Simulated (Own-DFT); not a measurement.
# Biaxial strain at fixed height in wurtzite GaN, 72 atoms (Ga36N36)

Source: density functional calculations with Own-DFT, an unreviewed in-house program that is no longer used. Nothing was measured or relaxed, and spin and spin-orbit coupling are left out.

All runs used: PBE; PseudoDojo norm-conserving scalar-relativistic files (stringent for Ga); cutoff 96 hartree; 4 x 4 x 3 k mesh centred on Gamma; Gaussian smearing of 0.01 eV.

Limits: forces not confirmed at this smearing and k mesh; stress not checked against mesh or cutoff.

Unstrained cell vectors in Å: (9.567, 0.000, 0.000); (-4.784, 8.285, 0.000); (0.000, 0.000, 10.370). The unstrained cell has measured lattice constants (interpolated for alloys), not those of this functional. That, the random moves and any unrelaxed bonds set the pressure at no strain. Each run strains x and y alike by e, as a substrate would, and holds the height along z. All atoms carry random offsets, Gaussian with a width of 0.05 Å per axis. Stress is positive in tension.

```
e (%),u (Å),(s_xx + s_yy)/2 (GPa),s_zz (GPa)
-3.00,0.052,-27.08,-11.97
-2.50,0.047,-22.34,-10.53
-2.25,0.049,-19.19,-11.57
-1.25,0.050,-13.78,-8.88
-1.00,0.047,-11.88,-8.81
-0.25,0.048,?,?
0.75,0.052,-3.30,-6.73
1.00,0.045,-2.09,-4.55
1.50,0.053,0.57,-5.63
1.75,0.045,2.22,-5.59
```

## Worked fit

With e as a fraction, the in-plane stress is -6.3 + 527 e - 4519 e² GPa (errors 22 and 1388, scatter 0.79), and s_zz is -7.4 + 145 e GPa (slope ± 15, scatter 0.76). At e = 0 the first slope is C11 + C12 and the second 2 C13, both with the ions held to the strained lattice and at the cell's own pressure. The term in e² is negative: the layer stiffens under compression and softens under tension. A free layer would change its height as e changes, and the in-plane slope would drop by 2 C13²/C33 to the biaxial modulus. At fixed height, a misfit of 1 % moves the in-plane stress by about 5.3 GPa and s_zz by 1.4 GPa.

## Check

The question: what are the two stresses at e = -0.25 %?

From the fit: -7.7 and -7.8 GPa. The run itself gave -8.10 and -7.48 GPa.
